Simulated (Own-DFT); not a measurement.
# Two functionals across a range of volumes: C40 NbSi2, 36 atoms (Nb12Si24)

Calculated, not measured: single-point runs of Own-DFT, a retired in-house plane-wave DFT program that no person has reviewed, on unrelaxed cells, without spin or spin-orbit coupling.

Limits: forces on such cells failed a check on a denser k mesh; stress not checked against mesh or cutoff.

Each geometry was run with PBE and with PBEsol, otherwise alike: PseudoDojo norm-conserving scalar-relativistic files made for PBE; cutoff 42 hartree; 4 x 4 x 5 k mesh centred on Gamma; cold (Marzari-Vanderbilt) smearing of 0.2 eV. Unstrained cell vectors in Å: (0.000, 8.324, 0.000); (-9.613, 0.000, 0.000); (0.000, 0.000, 6.586). Each has a uniform strain, of which the change of volume is shown, and random moves of rms u per axis.

```
run  volume change (%)   u (Å)  P with PBE (GPa)  P with PBEsol (GPa)
  1               2.12  0.0455             -1.23                -4.80
  2              -0.70  0.0494              4.71                 1.02
  3               1.28  0.0520              0.55                -3.06
  4              -0.65  0.0462              4.70                 1.01
  5               1.46  0.0486              0.35                -3.25
  6               2.74  0.0513             -1.82                -5.36
  7              -2.21  0.0493              6.69                 2.95
  8               2.60  0.0503             -1.29                -4.83
  9               1.06  0.0459              0.73                -2.87
 10               1.23  0.0515              0.73                -2.87
 11               0.42  0.0501              2.01                    ?
```

Asked: by how much does PBEsol shrink this cell, and what belongs in the blank?

## Working it out

Write v for the change of volume as a fraction. Fitted to v and u², the PBE pressure has a slope of -182 ± 8 GPa in v, with the ions held to the strained lattice. The difference PBEsol less PBE is -3.66 + 4.2 v GPa (slope ± 0.2) and averages -3.62 GPa. Divided by the mean slope of the two, 180 GPa, that makes PBEsol's volume at a given pressure, near 0 GPa, about 2.0 % smaller, or 0.67 % in lengths. At one volume PBEsol's slope is the smaller by 4 GPa, but its pressure there is lower too. If stiffness rises by about 4 GPa for each GPa, PBEsol at equal pressure is stiffer by about 10 GPa. Files made for PBEsol would give a different shift.

For run 11 the line gives -1.63 GPa. The calculation gave -1.63 GPa.
